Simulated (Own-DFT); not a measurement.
# Point defects and the pressure they add: C40 NbSi2

The numbers are computed, not measured, by runs of the plane-wave DFT program Own-DFT (in-house, retired, unreviewed) at fixed positions, with no spin and no spin-orbit coupling.

Method: PBE; PseudoDojo norm-conserving scalar-relativistic files; cutoff 42 hartree; 4 x 4 x 5 k mesh centred on Gamma; cold (Marzari-Vanderbilt) smearing of 0.2 eV.

Limits: forces on such cells failed a check on a denser k mesh; stress not checked against mesh or cutoff.

All runs share one cell, with vectors in Å (0.000, 8.324, 0.000); (-9.613, 0.000, 0.000); (0.000, 0.000, 6.586) and a volume of 527.0 Å³. u is the rms random offset of the atoms per axis. The defect's site can differ from row to row.

| cell | formula | u (Å) | P (GPa) |
|---|---|---|---|
| no defect | Nb12Si24 | 0.0181 | 1.48 |
| no defect | Nb12Si24 | 0.0192 | 1.46 |
| no defect | Nb12Si24 | 0.0529 | 2.85 |
| two Si on a Nb site each | Nb10Si26 | 0.0288 | 1.69 |
| two Si on a Nb site each | Nb10Si26 | 0.0479 | 2.44 |
| two Si on a Nb site each | Nb10Si26 | 0.0502 | 2.30 |
| two Nb on a Si site each | Nb14Si22 | 0.0296 | 7.55 |
| two Nb on a Si site each | Nb14Si22 | 0.0336 | 7.56 |
| two Nb on a Si site each | Nb14Si22 | 0.0496 | 8.28 |
| two Nb on a Si site each | Nb14Si22 | 0.0547 | ? |
| one Si vacancy | Nb12Si23 | 0.0301 | 1.03 |
| one Si vacancy | Nb12Si23 | 0.0486 | 1.59 |
| one Si vacancy | Nb12Si23 | 0.0499 | 2.09 |
| two Nb vacancies | Nb10Si24 | 0.0315 | -0.25 |
| two Nb vacancies | Nb10Si24 | 0.0496 | 1.05 |
| two Nb vacancies | Nb10Si24 | 0.0541 | 1.16 |

## Worked fit

P = P0 + c u² + a shift for each defect gives P0 = 1.27 GPa, c = 566 ± 54 GPa/Å² and a scatter of 0.18 GPa. The shifts, and each times the cell's volume:

- two Nb on a Si site each: 5.68 ± 0.15 GPa, 18.7 eV (9.3 eV for each of its 2 sites)
- two Si on a Nb site each: -0.20 ± 0.15 GPa, -0.6 eV (-0.3 eV for each of its 2 sites) (not resolved)
- one Si vacancy: -0.79 ± 0.15 GPa, -2.6 eV
- two Nb vacancies: -1.82 ± 0.15 GPa, -6.0 eV (-3.0 eV for each of its 2 sites)

A positive shift means that the defect pushes the cell outwards. Shift times volume (160.2 GPa Å³ is 1 eV) depends little on the cell's size, so, taken for each site, it can be compared between cells at like pressure. The atoms around the defects weren't relaxed, which would change these numbers.

## Withheld run

Question: what pressure belongs in the blank (two Nb on a Si site each, u = 0.0547 Å)?

The fit gives 8.65 ± 0.22 GPa. The run itself gave 8.82 GPa.
